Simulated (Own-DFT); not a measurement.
# One host, several defects: zincblende InP

No measurement is shown. These are fixed-geometry runs of a retired plane-wave code named Own-DFT, which no person has reviewed; spin and spin-orbit coupling are neglected.

All runs used: PBE; PseudoDojo norm-conserving scalar-relativistic files; cutoff 36 hartree; 3 x 3 x 3 k mesh centred on Gamma; Fermi-Dirac smearing of 0.1 eV.

Caveats (not all hold for every row): not probed for a lower state with spin; forces on such cells moved up to 12 meV/angstrom on a denser k mesh; stress not checked against mesh or cutoff.

All runs share one cell, with vectors in Å (11.737, 0.000, 0.000); (0.000, 11.737, 0.000); (0.000, 0.000, 11.737) and a volume of 1617.0 Å³. u is the rms random offset of the atoms per axis. The defect's site can differ from row to row.

| cell | formula | u (Å) | P (GPa) |
|---|---|---|---|
| no defect | In32P32 | 0.0176 | 3.19 |
| no defect | In32P32 | 0.0190 | 3.19 |
| no defect | In32P32 | 0.0470 | 3.56 |
| two P vacancies | In32P30 | 0.0275 | 2.93 |
| two P vacancies | In32P30 | 0.0285 | 2.93 |
| two P vacancies | In32P30 | 0.0304 | 2.99 |
| two P vacancies | In32P30 | 0.0307 | ? |
| one P on an In site | In31P33 | 0.0268 | 3.06 |
| one P on an In site | In31P33 | 0.0310 | 3.12 |
| one P on an In site | In31P33 | 0.0520 | 3.37 |
| one In on a P site and one P on an In site | In32P32 | 0.0309 | 3.64 |
| one In on a P site and one P on an In site | In32P32 | 0.0513 | 4.01 |
| one In on a P site and one P on an In site | In32P32 | 0.0524 | 3.96 |

## Worked fit

P = P0 + c u² + a shift for each defect gives P0 = 3.14 GPa, c = 181 ± 12 GPa/Å² and a scatter of 0.03 GPa. The shifts, and each times the cell's volume:

- one In on a P site and one P on an In site: 0.35 ± 0.03 GPa, 3.5 eV
- one P on an In site: -0.22 ± 0.03 GPa, -2.2 eV
- two P vacancies: -0.34 ± 0.03 GPa, -3.4 eV (-1.7 eV for each of its 2 sites)

Positive is outwards. The product with the volume (160.2 GPa Å³ to the eV) is nearly free of the cell's size; divided by the bulk modulus at the cell's pressure it gives the volume that the defect adds. The atoms around the defects weren't relaxed, which would change these numbers.

## Withheld run

Q: what pressure belongs in the blank (two P vacancies, u = 0.0307 Å)?

The fitted form gives 2.97 ± 0.04 GPa. DFT gave 2.82 GPa. This run lies off the fit, by chance or by something that the fit leaves out.
